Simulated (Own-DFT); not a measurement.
# Computed records: Hf$_{36}$O$_{71}$ (tetragonal hafnia with one neutral oxygen vacancy, atoms displaced)

Computed with Own-DFT development build. A calculation, not a measurement: plane-wave PBE and HSE06 DFT by an unreviewed code, no spin, of a simulated cell at Gamma alone, so results move with cell size and shape, stress positive in tension, energies less offsets, not probed for a lower state with spin; hafnium file: forces about 75 meV/angstrom off all-electron values; oxygen file: force components 24 meV/angstrom off all-electron in a glass; k mesh not checked against a denser one; forces and stress are PBE's, HSE06 gives the energy alone, and its difference from PBE has offsets of its own; offsets are fitted by least squares, one for each functional and potential file, so energies compare only between cells with the same atoms and settings and are not formation energies; the far tail of each file's local potential was reset to the Coulomb form; each entry is a single point on an unrelaxed cell, so the pressure reflects the starting lattice, taken from the Materials Project, from which strain is counted, and rises with the displacements; printed positions are rounded, which can move forces by about a meV/angstrom; the program is a retired in-house code; no spin-orbit coupling.

Common to all runs: first functional PBE; second functional HSE06; exact exchange share 0.25; screening 0.11 1/bohr; exchange divergence Gygi-Baldereschi; potential files PseudoDojo norm-conserving, scalar-relativistic, made for PBE, standard set; wave cutoff 48 hartree; occupations fixed; k mesh 1 x 1 x 1 centred on Gamma.

(1) 
```xyz
107
Lattice="10.7800 0.0000 0.0000 0.0000 10.7800 0.0000 0.0000 0.0000 10.4493" Properties=species:S:1:pos:R:3:force_x:R:1:force_y:R:1:force_z:R:1 formula=Hf36O71 PBE_energy_of_cell_above_offsets=-87.241 HSE06_less_PBE_above_offsets=0.540 PBE_pressure=5.63 PBE_stress_xx=-6.08 PBE_stress_yy=-5.27 PBE_stress_zz=-5.53 PBE_stress_yz=1.63 PBE_stress_xz=1.06 PBE_stress_xy=-0.14
Hf    10.7320     0.0585     0.0410      0.127     -2.127      1.082
Hf     1.7936     1.7221     2.5505      0.404      0.873     -0.752
O     10.7245     1.7317     1.6647      0.575      0.779     -0.056
O      1.7405     0.0799     3.6479      1.259     -2.131      0.263
O     10.6912     1.6895     4.2583      1.009      1.525      0.649
O      1.7636    10.6834     0.9776      0.809      0.775      1.209
Hf    10.6662    10.6593     5.2680       7.28      2.005     -2.244
Hf     1.9282     1.8174     7.8460     -0.737     -3.626      0.663
O      1.8363    10.6933     8.8966       0.13      1.676     -0.622
O     10.7268     1.6666     9.5147      0.868      4.372     -1.779
O      1.8904    10.6725     6.3135     -0.991      1.012     -1.286
Hf     0.0375     3.5271    10.4300     -1.039     -0.413      0.878
Hf     1.9011     5.3144     2.5460     -0.926      2.331      0.368
O     10.7392     5.3690     1.5965      2.902      0.321      -1.29
O      1.9501     3.6494     3.5852     -0.344     -1.673      2.127
O     10.6752     5.2808     4.3251      0.644      2.168     -1.443
O      1.8287     3.6623     1.2558     -0.763     -0.926      -3.46
Hf     0.0595     3.5505     5.1753     -3.078     -1.017     -0.079
Hf     1.7753     5.3573     7.7934     -1.608      1.516      0.935
O      0.0609     5.3445     6.7630      -1.29     -0.134      1.049
O      1.9121     3.5688     8.7475     -0.528      0.094      1.522
O     10.7703     5.2675     9.4279      0.255      1.407      0.203
O      1.7401     3.7006     6.1678      0.454     -1.408      1.715
Hf    10.6712     7.2169     0.0243     -0.124      0.369     -0.335
Hf     1.8612     8.9301     2.6613     -1.232      0.021     -1.386
O     10.7585     9.1007     1.6371      0.938     -1.315     -0.345
O      1.7284     7.1592     3.5994      0.124     -0.042      0.088
O     10.7131     9.0306     4.1918      0.558     -1.522      0.081
O      1.6987     7.1571     1.0318       0.47      0.436     -0.725
Hf    10.7734     7.1865     5.3786      0.671     -0.864     -2.999
Hf     1.7771     8.9070     7.9117       1.37      3.435     -0.938
O      0.0606     8.8672     6.7993     -1.205      0.113     -0.051
O      1.7848     7.2363     8.7889     -0.946     -3.984       1.46
O     10.6713     9.1154     9.4498      -0.01     -2.943     -0.359
O      1.7884     7.0649     6.1760      0.792       0.51      0.669
Hf     3.6116    10.7055     0.0455     -0.251      0.711     -1.031
Hf     5.4275     1.6747     2.7600     -0.425      3.464     -4.555
O      3.6086     1.6866     1.5504     -0.009     -0.375      1.777
O      5.4186    10.7459     3.6623      0.273     -0.386      1.431
O      3.5603     1.7955     4.1533      0.652     -0.542       0.18
O      5.4980     0.0608     0.9008     -1.498     -0.189      2.312
Hf     3.4519    10.7044     5.0214     -0.213      0.424      3.124
Hf     5.4274     1.7669     7.6632     -1.729        0.6      5.451
O      3.6625     1.7682     6.7906     -2.379       1.27     -1.341
O      5.5711     0.0803     8.9163     -1.268     -1.389     -0.983
O      3.6129     1.7546     9.5426     -1.007      0.304     -1.199
O      5.4158    10.7698     6.4245     -1.049      0.594     -3.085
Hf     3.5765     3.6701    10.3919      3.139     -4.244      2.428
Hf     5.3092     5.2487     2.8137      3.016      4.601     -5.085
O      3.5937     5.4892     1.4869      0.131      -0.55      1.349
O      5.3536     3.7021     3.7327      0.295         -6      1.462
O      3.7683     5.4989     4.1792     -2.246     -1.751        0.9
O      5.4603     3.6182     1.0147     -1.909     -0.471      0.364
Hf     3.4129     3.4919     5.2993      3.904      1.309     -1.435
Hf     5.4398     5.4066     7.7565      0.115     -1.524      1.801
O      3.4261     5.3505     6.8259      3.509      0.323      -0.71
O      5.4095     3.5469     8.8241     -0.957      1.088     -1.067
O      3.6522     5.2976     9.5081     -0.335      3.645     -2.669
O      5.3784     3.6555     6.2576     -0.449     -0.232     -0.443
Hf     3.6090     7.0762     0.0365      0.669      1.495      0.171
Hf     5.3596     8.9701     2.6523      2.207     -2.391     -1.765
O      3.6205     9.0156     1.5803     -0.315     -0.041     -0.122
O      5.3066     7.2474     3.7029      0.688       0.27     -0.305
O      3.6131     8.9625     4.0700     -0.996      0.162      1.021
O      5.4453     7.2131     1.0249     -1.483      1.335     -0.687
Hf     3.6496     7.1394     5.3073     -0.009      0.772     -0.837
Hf     5.3550     9.0311     7.8476      0.321      1.222      0.061
O      3.5760     8.9834     6.8664      0.211     -0.904     -1.357
O      5.4891     7.2473     8.7899     -0.784     -1.337      0.171
O      3.4588     8.8444     9.3614      1.626       0.94      1.466
O      5.4449     7.2034     6.2139     -0.426     -0.564      0.748
Hf     7.2245    10.6059    10.3978     -0.004       3.01       0.24
Hf     8.8941     1.8315     2.7273      1.677      0.472     -0.772
O      7.3432     1.8468     1.5400     -2.271     -0.003      1.862
O      8.8951     0.0970     3.7268     -0.316     -0.743     -1.146
O      7.1321     1.8308     4.2241     -0.682      0.942     -0.594
O      8.9453     0.0658     0.9069      0.711     -0.367      1.326
Hf     7.1298     0.1593     5.2230      0.641     -4.753      1.515
Hf     8.9233     1.8162     7.7712      1.329     -0.159      2.517
O      7.1352     1.7660     6.9103       3.14     -0.435     -3.817
O      8.9791     0.0309     8.8157     -0.525     -0.329     -1.622
O      7.2138     1.9109     9.4147      0.751     -2.414     -0.683
O      9.1150    10.6911     6.0582     -7.294      0.943      4.857
Hf     7.3494     3.5404    10.4487     -4.521      1.436      0.033
Hf     9.1260     5.4062     2.5078     -5.503      0.313      2.433
O      7.0885     5.4303     1.4661      1.486     -0.489      2.191
O      9.0041     3.6478     3.8834     -0.948     -1.114     -3.092
O      7.1867     5.4548     4.1965     -0.495     -0.703      0.425
O      8.9743     3.6257     0.9936      3.786      0.378       1.57
Hf     7.2235     3.6171     5.2532     -1.282      2.854     -1.056
Hf     8.9878     5.2949     7.7892     -0.063      0.742       0.71
O      7.1982     5.3753     6.7836      0.391     -0.134      0.062
O      8.9834     3.5578     8.8739      0.886     -0.014     -0.641
O      7.1627     5.3820     9.4307      0.485      0.247     -1.564
O      8.8943     3.5454     6.2322      2.017     -0.467      2.049
Hf     7.1559     7.2304    10.3618     -1.544     -2.633      1.137
Hf     9.1157     9.0152     2.7359     -2.832      0.364     -0.754
O      7.2459     9.0843     1.7091     -0.644      0.254     -1.079
O      9.0015     7.2262     3.6182      1.112     -1.632      0.111
O      7.3812     8.8813     4.1336     -1.418      2.032       1.72
O      8.7934     7.1552     1.0019      4.014       0.22      0.228
Hf     7.2520     7.2240     5.2079      0.066     -0.254     -0.704
Hf     9.0185     8.9354     7.8603     -0.795      1.445      -0.13
O      7.1186     9.1604     6.7914       2.03     -1.198     -0.034
O      8.9654     7.1985     8.8153      0.825     -1.139       0.56
O      7.2224     8.9744     9.3341      0.405     -0.723     -0.241
O      9.0878     7.0455     6.3290     -2.441      0.803      0.034
```

Units: PBE_energy_of_cell_above_offsets, HSE06_less_PBE_above_offsets in eV; PBE_pressure, PBE_stress_xx, PBE_stress_yy, PBE_stress_zz, PBE_stress_yz, PBE_stress_xz, PBE_stress_xy in GPa; force_x, force_y, force_z in eV/Å.

(2) 
```xyz
107
Lattice="10.7800 0.0000 0.0000 0.0000 10.7800 0.0000 0.0000 0.0000 10.4493" Properties=species:S:1:pos:R:3:force_x:R:1:force_y:R:1:force_z:R:1 formula=Hf36O71 PBE_energy_of_cell_above_offsets=-95.827 HSE06_less_PBE_above_offsets=0.126 PBE_pressure=2.31 PBE_stress_xx=-1.12 PBE_stress_yy=-3.34 PBE_stress_zz=-2.47 PBE_stress_yz=-0.04 PBE_stress_xz=-0.64 PBE_stress_xy=-0.01
Hf     0.0545     0.1202    10.3817      0.587     -3.005      1.921
Hf     1.8612     1.8012     2.5709     -2.291     -0.888      2.111
O      0.1093     1.7659     1.5972     -2.317      0.425     -1.023
O      1.6876    10.7648     3.5781      1.178      0.122     -0.223
O      0.0298     1.6985     4.1863     -0.689      4.069      -0.91
O      1.8607     0.0608     0.9924     -0.481     -0.062     -0.947
Hf    10.7444     0.0934     5.1428       2.03     -2.588      1.619
Hf     1.7036     1.7492     7.7970      3.063      0.114     -1.594
O      0.0148     1.7901     6.7253     -1.994      0.602      0.978
O      1.8062     0.0520     8.8062     -0.678     -1.629      1.253
O      0.0196     1.8209     9.4549     -0.791     -0.325     -1.976
O      1.8339     0.1057     6.2853     -0.882     -0.837     -1.501
Hf    10.7677     3.5032    10.4303      0.929      2.581      1.325
Hf     1.7320     5.3490     2.5789      1.861      0.673     -0.321
O      0.0257     5.3827     1.5537     -1.084     -0.055      0.885
O      1.7718     3.5636     3.6184     -0.745      0.866      0.228
O     10.7194     5.4698     4.3137      0.001     -2.656     -1.968
O      1.8157     3.5788     0.9680       0.14      0.275       0.09
Hf     0.0429     3.6369     5.2846      0.488     -1.224     -0.708
Hf     1.7760     5.3494     7.8041      1.383     -0.555      0.965
O      0.0235     5.3466     6.7764     -0.687      0.093      0.837
O      1.8472     3.5501     8.8852     -0.797      1.168     -0.791
O     10.7669     5.3820     9.4473     -0.227      0.122       -0.7
O      1.8608     3.5604     6.2441      -1.28      1.031      -0.16
Hf    10.7724     7.1665     0.0105        1.4      0.504      0.378
Hf     1.6594     8.9318     2.6259      2.147       0.71      0.609
O      0.0062     8.9693     1.6066     -1.055      -0.15     -0.838
O      1.7367     7.2684     3.7866      0.377     -2.343     -2.179
O      0.1385     9.0260     4.2164     -1.104     -0.858      0.101
O      1.8458     7.1098     1.0697     -1.028      0.332     -0.521
Hf     0.0173     7.1755     5.1930      0.424      3.049      0.528
Hf     1.8117     8.9189     7.8612     -1.156      2.183     -1.415
O     10.7062     8.9739     6.8498      1.086     -0.196      0.297
O      1.7584     7.2431     8.8716      0.325     -2.203     -0.186
O      0.0148     8.9454     9.4162      -0.35      1.075      0.731
O      1.7969     7.2306     6.1296     -0.006     -0.486       2.56
Hf     3.6589    10.7781    10.4326     -2.594     -0.748     -0.188
Hf     5.3949     1.8751     2.5903     -0.635     -0.586      1.707
O      3.5271     1.8487     1.7124      4.297      0.269     -2.904
O      5.2693    10.7613     3.6362      1.559      0.471     -1.448
O      3.5955     1.7782     4.1417      0.392      0.767      0.196
O      5.3501    10.7437     1.0088       1.51      0.387       0.57
Hf     3.6659    10.7170     5.0705     -2.432      0.904      1.846
Hf     5.4266     1.7659     7.9055     -1.919      1.967     -3.273
O      3.5211     1.7888     6.8327      1.214      0.443      0.895
O      5.4380     0.0824     8.8223     -0.251     -2.796      1.259
O      3.5251     1.8002     9.4146      1.254     -0.771      0.878
O      5.3088     0.0874     6.1950      2.113     -0.558      0.525
Hf     3.7178     3.5037    10.3886     -2.653      2.138      0.088
Hf     5.3932     5.3728     2.5681     -0.955      1.224      0.376
O      3.5955     5.4193     1.5237     -0.016     -0.505      0.874
O      5.4277     3.6916     3.6555      0.503      -2.28      0.067
O      3.5920     5.2816     4.1723     -0.378      2.205     -0.695
O      5.4195     3.6627     1.1331     -0.143      -1.24     -0.791
Hf     3.6315     3.6152     5.1712      0.093     -2.238      1.701
Hf     5.3928     5.4892     7.8434     -1.255     -2.257     -1.258
O      3.6374     5.3660     6.7432     -0.658      0.401      0.723
O      5.3735     3.5869     8.8824      0.395      0.803      0.846
O      3.6300     5.3808     9.3743      0.213      0.205      0.086
O      5.3707     3.4960     6.2769      1.211      0.548     -0.885
Hf     3.6584     7.2132    10.4422     -2.429     -1.054      1.001
Hf     5.4727     8.9913     2.5206     -3.335     -0.737      1.843
O      3.5406     8.9789     1.5068       1.13      0.015      0.729
O      5.3594     7.1188     3.6109      0.623      0.976     -0.141
O      3.6215     8.9271     4.1802      0.192     -0.243     -0.146
O      5.3425     7.1526     1.0370      2.233      0.388     -0.628
Hf     3.5712     7.1506     5.2115     -0.013      0.173     -1.085
Hf     5.3867     8.9434     7.8756     -1.313      1.762     -1.551
O      3.5506     9.0114     6.8102      1.228      -0.53      0.497
O      5.3419     7.2105     8.8154      0.547      0.116      1.423
O      3.5840     8.9736     9.4505      0.591      0.843     -0.985
O      5.3291     7.1917     6.2419       1.45     -0.051      0.359
Hf     7.1891    10.7332     0.0753      1.179       0.88      -0.88
Hf     8.9705     1.8445     2.5963      1.791      -1.96     -0.011
O      7.2323     1.7746     1.5607     -1.639      0.344        0.2
O      9.1071    10.6911     3.6095     -1.108      1.618      0.259
O      8.9868     0.0541     1.0850      0.024     -0.183     -1.372
Hf     7.1808    10.7279     5.2886     -0.541      0.927     -0.439
Hf     8.9673     1.8134     7.8604     -0.452      0.376     -0.898
O      7.1942     1.8140     6.7861      0.593     -0.392     -0.123
O      8.9292    10.7554     8.8586      0.288      1.393      0.327
O      7.1453     1.8609     9.3584      0.426     -0.933      1.181
O      8.9748    10.7590     6.2207     -0.893       0.13      0.526
Hf     7.1179     3.5756     0.0316      1.846       0.37     -0.761
Hf     8.9539     5.4039     2.6194      0.624      0.264     -0.075
O      7.2339     5.3597     1.5947     -0.736      0.518     -0.917
O      8.9990     3.5635     3.5639      -0.17      0.629      0.966
O      7.2207     5.3688     4.1102      0.737      0.518      1.278
O      8.9662     3.6201     1.0219      0.016     -0.604     -0.019
Hf     7.2169     3.5357     5.1903     -1.152     -0.048      0.474
Hf     8.9735     5.4960     7.8581      0.402     -1.299     -0.298
O      7.1872     5.3915     6.8299      0.236      0.479     -0.156
O      8.9469     3.6198     8.9302      0.222     -0.071     -1.166
O      7.2140     5.4767     9.4199     -0.446     -1.679     -0.353
O      8.9779     3.5638     6.2142      0.141       0.13      0.141
Hf     7.1700     7.1381    10.3934      0.898      1.595       1.69
Hf     8.9835     8.9592     2.6328      1.141      0.768     -0.422
O      7.2094     8.9653     1.6139       0.17      0.397     -1.281
O      9.0394     7.2578     3.6348     -0.467     -1.242      0.322
O      7.1936     9.0156     4.1629     -0.382     -0.596      0.388
O      9.0113     7.1983     1.0649     -1.088      -0.36     -0.929
Hf     7.2116     7.1880     5.2226     -0.759     -0.292     -0.487
Hf     8.9650     9.0190     7.8219        1.1      0.299     -0.721
O      7.1261     8.9306     6.8118      0.149      0.366     -0.227
O      8.9230     7.2641     8.8089     -0.053     -0.972      0.818
O      7.1746     9.0207     9.4283     -0.718     -0.843      0.421
O      8.9976     7.2559     6.1989     -0.923     -0.877      0.579
```

Units: PBE_energy_of_cell_above_offsets, HSE06_less_PBE_above_offsets in eV; PBE_pressure, PBE_stress_xx, PBE_stress_yy, PBE_stress_zz, PBE_stress_yz, PBE_stress_xz, PBE_stress_xy in GPa; force_x, force_y, force_z in eV/Å.
